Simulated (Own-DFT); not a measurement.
Si3Ge (layered order of Si and Ge on the diamond lattice, atoms displaced) (calculated)

A calculation, not a measurement: plane-wave PBE density functional theory by an unreviewed code, no spin, of a simulated periodic cell, stress positive in tension, free energy of the whole cell less one offset for each atom, forces on such cells passed a denser k mesh, this cell's mesh not checked; offsets are fitted by least squares, one for each functional and potential file, so energies compare only between cells with the same atoms and settings and are not formation energies; the far tail of each file's local potential was reset to the Coulomb form; each entry is a single point on an unrelaxed cell, so the pressure reflects the starting lattice, mostly measured values, from which strain is counted, and rises with the displacements; printed positions are rounded, which can move forces by about a meV/angstrom; the program is a retired in-house code; no spin-orbit coupling. Program: Own-DFT development build.

```json
{"formula": "Si3Ge", "kind": "layered order of Si and Ge on the diamond lattice, atoms displaced", "structure": {"cell_angstrom": [[10.9755, 0.0, 0.0], [0.0, 10.9755, 0.0], [0.0, 0.0, 10.9755]], "atoms_fractional": [["Ge", 0.00039, 0.00426, 0.99831], ["Si", 0.00179, 0.24738, 0.24452], ["Si", 0.25011, 0.9983, 0.24987], ["Ge", 0.24759, 0.24602, 0.99841], ["Ge", 0.1252, 0.12795, 0.12889], ["Si", 0.12287, 0.3754, 0.37591], ["Si", 0.37139, 0.13015, 0.37914], ["Ge", 0.37714, 0.37617, 0.12371], ["Si", 0.00517, 0.99856, 0.50029], ["Si", 0.99548, 0.24854, 0.74437], ["Si", 0.24393, 0.00235, 0.75106], ["Si", 0.25069, 0.25066, 0.50369], ["Si", 0.1247, 0.12491, 0.62524], ["Si", 0.12422, 0.37504, 0.87551], ["Si", 0.37755, 0.12559, 0.87417], ["Si", 0.37299, 0.37515, 0.62859], ["Ge", 0.0044, 0.49783, 0.00249], ["Si", 0.99681, 0.74934, 0.25036], ["Si", 0.24747, 0.49653, 0.24589], ["Ge", 0.25446, 0.74523, 0.99817], ["Ge", 0.1227, 0.62308, 0.12743], ["Si", 0.12833, 0.87389, 0.3774], ["Si", 0.37806, 0.62794, 0.37255], ["Ge", 0.3774, 0.87666, 0.11986], ["Si", 0.00353, 0.4989, 0.50193], ["Si", 0.00039, 0.74724, 0.74842], ["Si", 0.25178, 0.5001, 0.75088], ["Si", 0.24855, 0.75121, 0.49893], ["Si", 0.12668, 0.62432, 0.62258], ["Si", 0.12452, 0.87102, 0.87444], ["Si", 0.37385, 0.62431, 0.87556], ["Si", 0.37734, 0.87438, 0.63254], ["Ge", 0.49988, 0.00133, 0.99882], ["Si", 0.50151, 0.25581, 0.25192], ["Si", 0.75708, 0.00229, 0.25431], ["Ge", 0.751, 0.25426, 0.99952], ["Ge", 0.62333, 0.12286, 0.12283], ["Si", 0.62341, 0.37573, 0.37813], ["Si", 0.8791, 0.11849, 0.37242], ["Ge", 0.87687, 0.37339, 0.12667], ["Si", 0.50517, 0.99596, 0.50348], ["Si", 0.50082, 0.24612, 0.74539], ["Si", 0.75149, 0.9971, 0.74985], ["Si", 0.75219, 0.24403, 0.50041], ["Si", 0.62137, 0.12764, 0.63177], ["Si", 0.62341, 0.37728, 0.87326], ["Si", 0.87979, 0.12079, 0.87595], ["Si", 0.87165, 0.37765, 0.62507], ["Ge", 0.49973, 0.50289, 0.99922], ["Si", 0.49981, 0.753, 0.25226], ["Si", 0.74875, 0.49849, 0.25207], ["Ge", 0.74853, 0.75103, 0.0007], ["Ge", 0.62356, 0.62724, 0.126], ["Si", 0.62459, 0.87293, 0.37665], ["Si", 0.8769, 0.62237, 0.37258], ["Ge", 0.87359, 0.87314, 0.12328], ["Si", 0.50247, 0.50204, 0.50073], ["Si", 0.50233, 0.749, 0.74931], ["Si", 0.74974, 0.50095, 0.74982], ["Si", 0.75472, 0.75063, 0.49863], ["Si", 0.62296, 0.62873, 0.62722], ["Si", 0.62392, 0.87454, 0.87891], ["Si", 0.87055, 0.62665, 0.87596], ["Si", 0.87515, 0.8784, 0.62373]]}, "settings": {"functional": "PBE", "potential_files": "PseudoDojo norm-conserving, scalar-relativistic, standard set", "wave_cutoff [hartree]": 42.0, "occupations": "Fermi-Dirac", "smearing_width [eV]": 0.1, "k_mesh": "3 x 3 x 3 centred on Gamma"}, "results": {"stress_zz [GPa]": null, "stress_yy [GPa]": null}}
```

Questions
1. What stress zz does the calculation give for Si3Ge (layered order of Si and Ge on the diamond lattice, atoms displaced)?
2. What stress yy does the calculation give for Si3Ge (layered order of Si and Ge on the diamond lattice, atoms displaced)?

## Answers
1. -2.47 GPa
2. -2.46 GPa

Further results for Si3Ge (layered order of Si and Ge on the diamond lattice, atoms displaced):

* free energy of cell above offsets: -5.228 eV
* pressure: 2.46 GPa
* stress xx: -2.45 GPa
* stress yz: -0.45 GPa
* stress xz: 0.15 GPa
* stress xy: 0.33 GPa

Force:
```tsv
element	x (eV/Å)	y (eV/Å)	z (eV/Å)
Ge	0.591	-1.005	0.175
Si	-0.472	0.487	1.758
Si	0.248	0.276	0.612
Ge	0.634	0.586	-0.443
Ge	0.374	-0.986	-0.047
Si	0.311	-0.467	-0.185
Si	0.836	-0.764	-0.358
Ge	-0.408	-0.373	0.274
Si	-0.252	0.04	-0.036
Si	0.342	0.268	0.646
Si	0.774	-0.402	0.24
Si	-0.479	0.285	-0.099
Si	-0.067	0.275	-0.186
Si	-0.019	-0.4	-1.06
Si	-0.53	-0.127	-0.714
Si	0.504	0.111	-0.478
Ge	-0.904	0.309	-1.014
Si	0.491	0.232	0.524
Si	0.467	0.348	1.194
Ge	-0.85	0.436	-0.025
Ge	0.411	0.609	0.42
Si	-0.49	-0.031	-0.599
Si	-0.695	-0.567	0.191
Ge	-0.367	-0.291	1.167
Si	-0.571	0.091	-0.199
Si	-0.322	0.18	0.003
Si	-0.424	0.03	0.121
Si	0.886	-0.195	0.428
Si	0.101	0.011	0.288
Si	0	0.228	-0.244
Si	0.586	-0.106	-1.092
Si	-0.579	0.271	-0.728
Ge	0.034	0.019	-0.805
Si	-0.262	-0.764	0.347
Si	-1.331	-0.806	-0.365
Ge	-0.144	-0.678	-0.83
Ge	0.671	0.64	1.284
Si	0.607	-0.224	0.123
Si	0.521	0.954	0.632
Ge	-0.243	0.38	0.519
Si	-0.789	0.61	0.02
Si	-0.61	1.139	1.078
Si	-0.331	0.384	0.449
Si	-0.238	0.363	-0.068
Si	1.194	-1.067	-1.076
Si	0.05	-0.293	-0.578
Si	-1.04	0.884	-1.047
Si	0.182	-0.304	-0.365
Ge	0.074	-0.157	-0.543
Si	0.022	0.093	-0.01
Si	0.018	0.022	0.266
Ge	-0.134	-0.18	-0.518
Ge	0.168	-0.198	0.805
Si	0.694	0.358	-0.132
Si	-0.091	-0.053	0.481
Ge	0.399	0.622	0.691
Si	-0.531	0.021	0.226
Si	-0.385	0.146	0.836
Si	-0.355	0.211	0.053
Si	-0.366	-0.238	0.123
Si	0.801	-0.338	-0.535
Si	0.164	0.024	-1.146
Si	0.772	-0.449	-0.432
Si	0.353	-0.477	-0.019
```
